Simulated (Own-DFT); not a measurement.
# Computed records: AlN (wurtzite, atoms displaced), GaP (zincblende, atoms displaced)

Computed with Own-DFT development build. A calculation, not a measurement: plane-wave PBE density functional theory by an unreviewed code, no spin, of a simulated periodic cell, stress positive in tension, free energy of the whole cell less one offset for each atom, forces on such cells passed a denser k mesh, this cell's mesh not checked; offsets are fitted by least squares, one for each functional and potential file, so energies compare only between cells with the same atoms and settings and are not formation energies; the far tail of each file's local potential was reset to the Coulomb form; each entry is a single point on an unrelaxed cell, so the pressure reflects the starting lattice, mostly measured values (interpolated for alloys), from which strain is counted, and rises with the displacements; printed positions are rounded, which can move forces by about a meV/angstrom; the program, named Own-DFT, is a retired in-house code; no spin-orbit coupling.

Settings shared by all entries: functional PBE; potential files PseudoDojo norm-conserving, scalar-relativistic, standard set; wave cutoff 42 hartree; occupations Fermi-Dirac; smearing width 0.1 eV.

(1) AlN (wurtzite, atoms displaced)

```
AlN
1.0
     12.4480     0.0000     0.0000
     -6.2240    10.7803     0.0000
      0.0000     0.0000     9.9640
Al N Al N Al N Al N Al N Al N Al N Al N Al N Al N Al N Al N Al N Al N Al N Al N Al N Al N Al N Al N Al N Al N Al N Al N Al N Al N Al N Al N Al N Al N Al N Al N
2 2 2 2 2 2 2 2 2 2 2 2 2 2 2 2 2 2 2 2 2 2 2 2 2 2 2 2 2 2 2 2 2 2 2 2 2 2 2 2 2 2 2 2 2 2 2 2 2 2 2 2 2 2 2 2 2 2 2 2 2 2 2 2
Direct
  0.08138 0.16491 0.99635
  0.16886 0.08468 0.25040
  0.08546 0.16692 0.18997
  0.16817 0.08342 0.44060
  0.08477 0.16691 0.49931
  0.16258 0.08346 0.75003
  0.08354 0.16633 0.69157
  0.16459 0.08016 0.94013
  0.08434 0.41816 0.00094
  0.16560 0.33309 0.25074
  0.08292 0.41600 0.18754
  0.16831 0.33327 0.43990
  0.08255 0.41508 0.50189
  0.16534 0.33400 0.74730
  0.08226 0.41517 0.69232
  0.16638 0.33318 0.94111
  0.08207 0.66456 0.99946
  0.16656 0.58497 0.24786
  0.08111 0.66364 0.19475
  0.16673 0.58252 0.43930
  0.08231 0.66570 0.50061
  0.16884 0.58271 0.75019
  0.08248 0.66324 0.69205
  0.16712 0.58721 0.94148
  0.08413 0.91677 0.99977
  0.16746 0.83191 0.25272
  0.08306 0.91874 0.19016
  0.16453 0.83493 0.44040
  0.08115 0.91546 0.49862
  0.16591 0.83168 0.75009
  0.08449 0.91934 0.69002
  0.16608 0.83312 0.94075
  0.32815 0.16404 0.99646
  0.41582 0.08219 0.24818
  0.33422 0.16698 0.19080
  0.41928 0.08432 0.44534
  0.33257 0.16825 0.49807
  0.41772 0.08538 0.74926
  0.33533 0.16784 0.68861
  0.42189 0.08561 0.94162
  0.33428 0.41814 0.99936
  0.41643 0.33276 0.25072
  0.33570 0.41585 0.19001
  0.41474 0.33081 0.44223
  0.33507 0.41673 0.50227
  0.41582 0.33250 0.75004
  0.33359 0.41443 0.68997
  0.41708 0.33345 0.94037
  0.33543 0.66520 0.00226
  0.41309 0.58427 0.25272
  0.33573 0.66425 0.18876
  0.41872 0.58261 0.43942
  0.33331 0.66454 0.50048
  0.41713 0.57968 0.74813
  0.33198 0.66548 0.68915
  0.41712 0.58761 0.94139
  0.33161 0.91776 0.99973
  0.41724 0.83417 0.25039
  0.32992 0.91445 0.19150
  0.41609 0.83370 0.44310
  0.33502 0.91793 0.50018
  0.41462 0.83270 0.74928
  0.33372 0.91737 0.69251
  0.41483 0.83043 0.94142
  0.58871 0.16953 0.99880
  0.66664 0.08427 0.25002
  0.58319 0.16867 0.19061
  0.66753 0.08301 0.44151
  0.58632 0.17078 0.49741
  0.66584 0.08159 0.75237
  0.58398 0.16879 0.69146
  0.66774 0.08163 0.94140
  0.58408 0.41849 0.00273
  0.66605 0.33338 0.25036
  0.58243 0.41359 0.19096
  0.66714 0.33434 0.44084
  0.58333 0.41726 0.49915
  0.66858 0.33544 0.74869
  0.58515 0.42065 0.69239
  0.66611 0.33477 0.93989
  0.58250 0.66767 0.00226
  0.66731 0.58383 0.24978
  0.58140 0.66532 0.18778
  0.66741 0.58484 0.43987
  0.58294 0.66473 0.50008
  0.66945 0.58292 0.75477
  0.58372 0.66504 0.68997
  0.66680 0.58361 0.94146
  0.58395 0.91935 0.00214
  0.66322 0.83402 0.25022
  0.58394 0.91704 0.19200
  0.66488 0.82879 0.44149
  0.58281 0.91583 0.50170
  0.66459 0.83353 0.74862
  0.58402 0.91745 0.69008
  0.66738 0.83608 0.93990
  0.83397 0.16785 0.00008
  0.91458 0.07998 0.25147
  0.83628 0.16942 0.19133
  0.91341 0.08031 0.44302
  0.83321 0.16921 0.49836
  0.91471 0.08324 0.75011
  0.83518 0.16797 0.69096
  0.91446 0.08205 0.93832
  0.83171 0.41756 0.00285
  0.91787 0.33459 0.25028
  0.83100 0.41526 0.19211
  0.91931 0.33551 0.43929
  0.83208 0.41669 0.49957
  0.91452 0.33130 0.74899
  0.83918 0.41927 0.69318
  0.91786 0.33455 0.94041
  0.83328 0.66862 0.99991
  0.91509 0.58191 0.25200
  0.83412 0.66520 0.18633
  0.91576 0.58023 0.43819
  0.83149 0.66911 0.49791
  0.91970 0.58425 0.74877
  0.83484 0.66686 0.69001
  0.91659 0.58123 0.94203
  0.83456 0.91702 0.99859
  0.91872 0.83532 0.25214
  0.83278 0.91668 0.19031
  0.91690 0.83561 0.44247
  0.83233 0.91347 0.50403
  0.91751 0.83457 0.75314
  0.83245 0.91726 0.69194
  0.91684 0.83406 0.94187
```

- k mesh: 2 x 2 x 2 centred on Gamma
- free energy of cell above offsets: -62.601 eV
- pressure: 3.69 GPa
- stress xx: -3.47 GPa
- stress yy: -3.62 GPa
- stress zz: -3.99 GPa
- stress yz: 0.09 GPa
- stress xz: -0.26 GPa
- stress xy: 0.23 GPa

Force:
| element | x (eV/Å) | y (eV/Å) | z (eV/Å) |
| --- | --- | --- | --- |
| Al | -0.008 | 0.337 | 0.605 |
| Al | -0.238 | -0.058 | -0.134 |
| N | -0.578 | -0.25 | 0.01 |
| N | -0.422 | -0.158 | -0.018 |
| Al | -0.399 | -0.36 | -0.041 |
| Al | 1.299 | 0.083 | -0.268 |
| N | -0.568 | 0.238 | -0.246 |
| N | -0.313 | 0.361 | -0.253 |
| Al | -0.108 | -0.082 | -0.604 |
| Al | 0.465 | 0.021 | -0.562 |
| N | 0.1 | 0.412 | 0.731 |
| N | -0.253 | 0.116 | 0.433 |
| Al | 0.269 | 0.398 | -0.267 |
| Al | 0.41 | -0.302 | 0.635 |
| N | 0.002 | 0.278 | -0.308 |
| N | 0.11 | 0.12 | -0.386 |
| Al | -0.273 | 0.472 | 0.451 |
| Al | 0.48 | -0.63 | 0.231 |
| N | -0.054 | 0.647 | -0.673 |
| N | 0.061 | 0.041 | 0.188 |
| Al | 0.14 | 0.028 | -0.237 |
| Al | -0.469 | -0.141 | 0.235 |
| N | 0.327 | 0.775 | -0.381 |
| N | 0.808 | -0.717 | -0.016 |
| Al | -0.18 | -0.389 | 0.258 |
| Al | -0.946 | -0.026 | -0.458 |
| N | 0.595 | -0.415 | 0.254 |
| N | 0.724 | -0.461 | 0.45 |
| Al | 0.318 | 0.668 | 0.434 |
| Al | -0.082 | 0.315 | -0.154 |
| N | -0.064 | -0.699 | 0.115 |
| N | -0.134 | -0.147 | 0.046 |
| Al | 1.219 | 0.664 | 0.478 |
| Al | 0.016 | 0.242 | 0.446 |
| N | -0.057 | -0.224 | -0.249 |
| N | -0.384 | 0.047 | -0.983 |
| Al | 0.638 | -0.727 | 0.486 |
| Al | 0.059 | -0.129 | 0.09 |
| N | -0.731 | -0.239 | 0.46 |
| N | -0.837 | -0.305 | -0.038 |
| Al | 0.008 | -0.141 | 0.107 |
| Al | 0.012 | -0.03 | -0.155 |
| N | -0.769 | 0.317 | 0.265 |
| N | 0.328 | 0.875 | -0.309 |
| Al | -0.214 | -0.15 | -0.62 |
| Al | 0.583 | 0.024 | 0.094 |
| N | -0.452 | 0.202 | 0.182 |
| N | -0.218 | -0.016 | 0.051 |
| Al | -0.988 | 0.535 | -0.543 |
| Al | 1.557 | -0.876 | -0.55 |
| N | -1.301 | 0.873 | 0.66 |
| N | -0.52 | -0.094 | 0.564 |
| Al | -0.2 | 0.194 | -0.223 |
| Al | -0.338 | 0.765 | 0.38 |
| N | 0.638 | -0.065 | 0.157 |
| N | 0.766 | -1.144 | -0.643 |
| Al | 0.684 | -0.186 | -0.228 |
| Al | -0.138 | -0.34 | -0.011 |
| N | 0.638 | 0.252 | -0.06 |
| N | 0.242 | -0.352 | -0.436 |
| Al | -0.529 | -0.013 | 0.292 |
| Al | 0.387 | -0.058 | 0.324 |
| N | -0.179 | -0.128 | -0.228 |
| N | -0.005 | 0.743 | 0.141 |
| Al | -0.67 | -0.127 | 0.112 |
| Al | 0.223 | 0.292 | 0.067 |
| N | 0.409 | -0.538 | 0.044 |
| N | -0.313 | 0.125 | -0.197 |
| Al | -0.01 | -0.869 | 0.683 |
| Al | -0.043 | 0.574 | -0.581 |
| N | 0.546 | -0.082 | -0.184 |
| N | -0.207 | 0.612 | 0.102 |
| Al | -0.117 | -0.534 | -0.45 |
| Al | 0.081 | -0.05 | -0.05 |
| N | -0.187 | 0.746 | 0.392 |
| N | -0.083 | 0.244 | -0.015 |
| Al | -0.106 | 0.061 | 0.372 |
| Al | -0.003 | 0.1 | 0.197 |
| N | 0.117 | -0.677 | -0.464 |
| N | 0.32 | 0.118 | 0.099 |
| Al | 0.174 | 0.29 | -0.706 |
| Al | -0.198 | -0.1 | -0.425 |
| N | -0.005 | 0.255 | 0.967 |
| N | 0.015 | -0.438 | -0.205 |
| Al | 0.005 | 0.107 | 0.146 |
| Al | -0.407 | 0.432 | -0.692 |
| N | 0.028 | 0.107 | 0.251 |
| N | -0.161 | 0.234 | 0.422 |
| Al | -0.032 | -0.933 | -0.416 |
| Al | 1.153 | -0.569 | 0.02 |
| N | -0.603 | 0.342 | -0.019 |
| N | -0.231 | 0.705 | -0.009 |
| Al | 0.239 | 0.107 | -0.311 |
| Al | 0.368 | -0.34 | 0.336 |
| N | -0.442 | -0.204 | 0.18 |
| N | 0.011 | -0.371 | 0.183 |
| Al | 0.318 | 0.145 | 0.067 |
| Al | 0.314 | 0.712 | -0.061 |
| N | -0.328 | -0.619 | 0.017 |
| N | 0.384 | 0.393 | -0.068 |
| Al | 0.483 | -0.442 | 0.229 |
| Al | 0.298 | 0.067 | -0.326 |
| N | -0.619 | -0.388 | -0.223 |
| N | 0.246 | 0.265 | 0.34 |
| Al | 0.436 | -0.298 | -0.464 |
| Al | -0.054 | 0.054 | -0.292 |
| N | 0.278 | 0.109 | 0.068 |
| N | -0.468 | -0.257 | 0.299 |
| Al | 0.549 | 0.074 | 0.303 |
| Al | 0.441 | 0.41 | 0.605 |
| N | -1.051 | -0.451 | -0.795 |
| N | -0.356 | -0.134 | 0.167 |
| Al | 0.491 | -0.451 | -0.281 |
| Al | 0.04 | -0.054 | -0.585 |
| N | -0.318 | 0.502 | 1.153 |
| N | -0.57 | 0.819 | 0.765 |
| Al | 0.901 | -0.519 | 0.402 |
| Al | -0.511 | -0.181 | 0.55 |
| N | -0.009 | 0.249 | 0.122 |
| N | -0.478 | 0.633 | -0.269 |
| Al | -0.539 | -0.063 | 0.253 |
| Al | -0.374 | -0.355 | -0.612 |
| N | -0.113 | -0.403 | 0.056 |
| N | 0.092 | -0.54 | -0.377 |
| Al | -0.663 | 0.577 | -0.393 |
| Al | -0.022 | -0.129 | -0.562 |
| N | 0.196 | -0.323 | 0.204 |
| N | 0.204 | -0.011 | -0.117 |

(2) GaP (zincblende, atoms displaced)

```
GaP
1.0
     10.9010     0.0000     0.0000
      0.0000    10.9010     0.0000
      0.0000     0.0000    10.9010
Ga P Ga P Ga P Ga P Ga P Ga P Ga P Ga P
4 4 4 4 4 4 4 4 4 4 4 4 4 4 4 4
Direct
  0.00056 0.99782 0.00085
  0.99860 0.25002 0.24673
  0.25086 0.99821 0.24698
  0.25150 0.25215 0.99873
  0.12303 0.12593 0.12400
  0.12180 0.37506 0.37386
  0.37337 0.12680 0.37294
  0.37481 0.37684 0.12412
  0.99953 0.99895 0.50192
  0.99939 0.24844 0.74947
  0.25019 0.99872 0.75089
  0.25278 0.24938 0.49913
  0.12364 0.12200 0.63030
  0.12921 0.37455 0.87763
  0.37179 0.12238 0.87708
  0.37653 0.37647 0.62451
  0.00028 0.50044 0.00158
  0.99946 0.75219 0.25016
  0.25209 0.49906 0.25124
  0.25005 0.74877 0.00088
  0.12780 0.62142 0.12501
  0.12403 0.87458 0.37344
  0.37799 0.62506 0.37730
  0.37660 0.87437 0.12619
  0.00353 0.50515 0.49859
  0.99934 0.74985 0.74916
  0.24976 0.50117 0.74978
  0.24537 0.75030 0.50036
  0.12473 0.62505 0.62401
  0.12484 0.87386 0.87567
  0.37790 0.61993 0.87473
  0.37413 0.87360 0.62348
  0.50261 0.00064 0.99954
  0.49622 0.25135 0.24889
  0.75134 0.00086 0.25096
  0.74892 0.25133 0.00041
  0.62462 0.12385 0.12547
  0.62481 0.37617 0.37409
  0.87697 0.12615 0.37438
  0.87697 0.37570 0.12293
  0.49953 0.00054 0.49959
  0.49986 0.25090 0.74881
  0.75060 0.00105 0.75011
  0.74926 0.24887 0.50182
  0.62517 0.12633 0.62720
  0.62863 0.37472 0.87388
  0.87727 0.12461 0.87363
  0.87459 0.37352 0.62361
  0.50177 0.50171 0.00307
  0.49767 0.74973 0.25198
  0.75051 0.50090 0.25223
  0.75078 0.75158 0.99653
  0.62579 0.62619 0.12716
  0.62710 0.87480 0.37020
  0.87803 0.62607 0.37551
  0.87460 0.87606 0.12374
  0.49815 0.49741 0.50383
  0.49995 0.74695 0.74870
  0.74964 0.50005 0.75029
  0.74931 0.74978 0.49587
  0.62620 0.62179 0.62685
  0.62636 0.87489 0.87432
  0.88011 0.62491 0.87349
  0.87813 0.87321 0.62319
```

* hardware: one NVIDIA H100
* k mesh: 3 x 3 x 3 centred on Gamma
* free energy of cell above offsets: -35.750 eV
* pressure: 2.71 GPa
* stress xx: -2.7 GPa
* stress yy: -2.72 GPa
* stress zz: -2.71 GPa
* stress yz: 0.32 GPa
* stress xz: -0.15 GPa
* stress xy: -0.07 GPa
* wall time: 514.5 s

Force:
| element | x (eV/Å) | y (eV/Å) | z (eV/Å) |
| --- | --- | --- | --- |
| Ga | -0.023 | 0.239 | -0.191 |
| Ga | 0.094 | 0.047 | 0.19 |
| Ga | -0.251 | 0.248 | 0.149 |
| Ga | -0.048 | -0.331 | 0.355 |
| P | 0.404 | -0.092 | -0.054 |
| P | 0.439 | -0.108 | 0.111 |
| P | 0.144 | -0.412 | 0.072 |
| P | 0.066 | -0.134 | -0.003 |
| Ga | 0.225 | 0.202 | -0.269 |
| Ga | 0.167 | 0.424 | 0.19 |
| Ga | 0 | -0.209 | 0.025 |
| Ga | -0.632 | 0.052 | 0.258 |
| P | 0.373 | 0.299 | -0.711 |
| P | -0.656 | 0.166 | -0.54 |
| P | 0.554 | 0.304 | -0.246 |
| P | -0.496 | -0.368 | 0.251 |
| Ga | 0.312 | -0.081 | -0.243 |
| Ga | 0.148 | -0.295 | -0.38 |
| Ga | -0.073 | 0.042 | 0.204 |
| Ga | 0.194 | -0.118 | -0.163 |
| P | -0.271 | 0.474 | 0.268 |
| P | 0.114 | 0.277 | 0.107 |
| P | -0.472 | -0.066 | 0.147 |
| P | -0.01 | -0.026 | -0.362 |
| Ga | -0.405 | -0.691 | 0.139 |
| Ga | 0.296 | 0.085 | 0.011 |
| Ga | 0.009 | -0.204 | 0.006 |
| Ga | 0.431 | -0.034 | -0.255 |
| P | 0.131 | 0.083 | 0.389 |
| P | 0.108 | -0.14 | -0.049 |
| P | -0.252 | 0.611 | 0.097 |
| P | 0.058 | 0.04 | 0.117 |
| Ga | -0.188 | -0.165 | 0.023 |
| Ga | 0.418 | 0.013 | -0.026 |
| Ga | 0.128 | 0.123 | -0.193 |
| Ga | 0.261 | -0.326 | -0.066 |
| P | 0.056 | 0.325 | 0.1 |
| P | -0.106 | -0.262 | 0.207 |
| P | -0.184 | -0.099 | 0.215 |
| P | -0.475 | 0.059 | 0.236 |
| Ga | 0.157 | -0.017 | -0.131 |
| Ga | -0.136 | -0.112 | 0.441 |
| Ga | 0.223 | -0.188 | -0.111 |
| Ga | 0.017 | 0.111 | -0.368 |
| P | -0.137 | -0.314 | -0.269 |
| P | -0.582 | 0.103 | 0.254 |
| P | -0.282 | -0.026 | 0.413 |
| P | 0.308 | 0.428 | 0.024 |
| Ga | 0.294 | -0.315 | -0.211 |
| Ga | 0.255 | -0.039 | -0.158 |
| Ga | 0.2 | -0.061 | -0.191 |
| Ga | 0.11 | -0.32 | 0.252 |
| P | 0.14 | 0.165 | -0.164 |
| P | -0.352 | 0.133 | 0.532 |
| P | -0.274 | 0 | -0.199 |
| P | -0.049 | -0.147 | 0.11 |
| Ga | 0.506 | 0.304 | -0.436 |
| Ga | 0.027 | 0.177 | 0.106 |
| Ga | 0.503 | -0.106 | 0.009 |
| Ga | 0.022 | -0.068 | 0.405 |
| P | -0.007 | 0.397 | -0.44 |
| P | -0.264 | -0.012 | -0.256 |
| P | -0.559 | -0.104 | 0.157 |
| P | -0.708 | 0.062 | 0.119 |

(3) GaP (zincblende, atoms displaced)

```
GaP
1.0
     10.9010     0.0000     0.0000
      0.0000    10.9010     0.0000
      0.0000     0.0000    10.9010
Ga P Ga P Ga P Ga P Ga P Ga P Ga P Ga P
4 4 4 4 4 4 4 4 4 4 4 4 4 4 4 4
Direct
  0.00004 0.00045 0.99614
  0.99795 0.24754 0.25094
  0.25198 0.00097 0.25213
  0.24722 0.24794 0.00275
  0.12599 0.12332 0.12354
  0.12119 0.37342 0.37497
  0.37453 0.12738 0.37497
  0.37460 0.37774 0.12503
  0.00191 0.99767 0.49949
  0.00011 0.25146 0.74885
  0.25008 0.99694 0.74886
  0.25347 0.24598 0.49994
  0.12502 0.12727 0.62232
  0.12754 0.37804 0.87466
  0.37609 0.12439 0.87317
  0.37364 0.37253 0.62568
  0.00061 0.50188 0.00172
  0.99949 0.74980 0.25088
  0.24845 0.50084 0.25137
  0.24581 0.74879 0.99963
  0.12593 0.62558 0.12650
  0.12647 0.87390 0.37214
  0.37719 0.62639 0.37268
  0.37534 0.87630 0.12303
  0.00114 0.50199 0.50035
  0.99955 0.75340 0.74937
  0.25047 0.49997 0.75032
  0.24955 0.75187 0.49983
  0.12394 0.62658 0.62469
  0.12782 0.87697 0.87788
  0.37407 0.62532 0.87989
  0.37797 0.88021 0.62639
  0.49866 0.00013 0.99806
  0.50050 0.25112 0.24846
  0.75084 0.99706 0.24838
  0.74985 0.24889 0.00210
  0.62314 0.12435 0.12285
  0.62403 0.37630 0.37793
  0.87397 0.12736 0.37353
  0.87991 0.37756 0.12350
  0.50006 0.99898 0.49962
  0.49912 0.24879 0.74885
  0.75291 0.00078 0.75258
  0.75045 0.24988 0.49893
  0.62429 0.12745 0.62457
  0.62419 0.37339 0.87421
  0.87320 0.12520 0.87608
  0.87595 0.37437 0.62225
  0.49871 0.49891 0.99979
  0.50021 0.75049 0.24931
  0.75041 0.49706 0.24918
  0.74884 0.75051 0.00006
  0.62092 0.62485 0.12808
  0.62370 0.87818 0.37659
  0.87563 0.62212 0.37778
  0.87820 0.87467 0.12388
  0.50186 0.49991 0.50110
  0.50005 0.74978 0.74845
  0.74869 0.50252 0.74954
  0.75022 0.75161 0.49978
  0.62641 0.62669 0.62321
  0.62710 0.87855 0.87652
  0.87443 0.62617 0.87365
  0.87432 0.87551 0.62703
```

* hardware: one NVIDIA H100
* k mesh: 3 x 3 x 3 centred on Gamma
* free energy of cell above offsets: -35.733 eV
* pressure: 2.7 GPa
* stress xx: -2.7 GPa
* stress yy: -2.7 GPa
* stress zz: -2.71 GPa
* stress yz: 0.09 GPa
* stress xz: 0.38 GPa
* stress xy: 0.03 GPa
* wall time: 511.1 s

Force:
| element | x (eV/Å) | y (eV/Å) | z (eV/Å) |
| --- | --- | --- | --- |
| Ga | 0.011 | 0.112 | 0.34 |
| Ga | 0.316 | 0.172 | -0.359 |
| Ga | -0.011 | -0.046 | -0.348 |
| Ga | 0.485 | 0.309 | -0.39 |
| P | -0.366 | -0.074 | 0.387 |
| P | 0.572 | 0.024 | 0.134 |
| P | 0.437 | -0.358 | -0.164 |
| P | -0.211 | -0.378 | 0.079 |
| Ga | -0.194 | 0.249 | -0.122 |
| Ga | 0.034 | 0.04 | 0.198 |
| Ga | -0.1 | 0.651 | 0.07 |
| Ga | -0.499 | 0.631 | -0.109 |
| P | 0 | -0.501 | 0.393 |
| P | -0.398 | -0.381 | 0.189 |
| P | -0.422 | 0.097 | 0.158 |
| P | 0.177 | 0.401 | -0.142 |
| Ga | 0.184 | 0.179 | -0.456 |
| Ga | -0.068 | -0.209 | 0.02 |
| Ga | 0.077 | -0.201 | 0.129 |
| Ga | 0.434 | 0.163 | 0.328 |
| P | -0.253 | 0.016 | 0.019 |
| P | -0.115 | 0.156 | 0.243 |
| P | -0.278 | -0.123 | 0.494 |
| P | -0.155 | -0.183 | 0.168 |
| Ga | 0.046 | -0.322 | 0.093 |
| Ga | 0.203 | -0.17 | 0.275 |
| Ga | 0.126 | 0.254 | -0.099 |
| Ga | 0.369 | -0.083 | 0.073 |
| P | 0.266 | 0.048 | 0.17 |
| P | -0.382 | -0.254 | -0.55 |
| P | 0.088 | 0.109 | -0.705 |
| P | -0.327 | -0.775 | -0.258 |
| Ga | 0.01 | 0.062 | 0.006 |
| Ga | -0.007 | 0.126 | 0.08 |
| Ga | -0.049 | 0.364 | -0.013 |
| Ga | 0.031 | 0.343 | -0.037 |
| P | 0.173 | -0.069 | 0.345 |
| P | 0.188 | -0.288 | -0.43 |
| P | -0.048 | -0.69 | 0.163 |
| P | -0.569 | -0.478 | 0.162 |
| Ga | 0.039 | 0.628 | 0.044 |
| Ga | 0.049 | 0.112 | 0.123 |
| Ga | -0.441 | 0.168 | -0.351 |
| Ga | -0.109 | 0.071 | 0.096 |
| P | 0.292 | -0.422 | 0.014 |
| P | 0.11 | 0.197 | 0.053 |
| P | 0.419 | 0.299 | -0.136 |
| P | -0.191 | 0.284 | 0.319 |
| Ga | 0.237 | -0.002 | 0.031 |
| Ga | -0.102 | 0.366 | 0.073 |
| Ga | -0.062 | 0.221 | 0.09 |
| Ga | -0.025 | -0.162 | 0.182 |
| P | 0.627 | -0.127 | -0.406 |
| P | 0.234 | -0.445 | -0.313 |
| P | -0.244 | 0.442 | -0.405 |
| P | -0.221 | -0.068 | -0.02 |
| Ga | -0.433 | 0.11 | 0.047 |
| Ga | 0.075 | 0.093 | 0.426 |
| Ga | 0.164 | -0.407 | -0.05 |
| Ga | 0.079 | 0.001 | -0.123 |
| P | -0.208 | -0.029 | 0.167 |
| P | -0.246 | -0.438 | -0.262 |
| P | 0.11 | 0.019 | 0.198 |
| P | 0.07 | 0.168 | -0.332 |
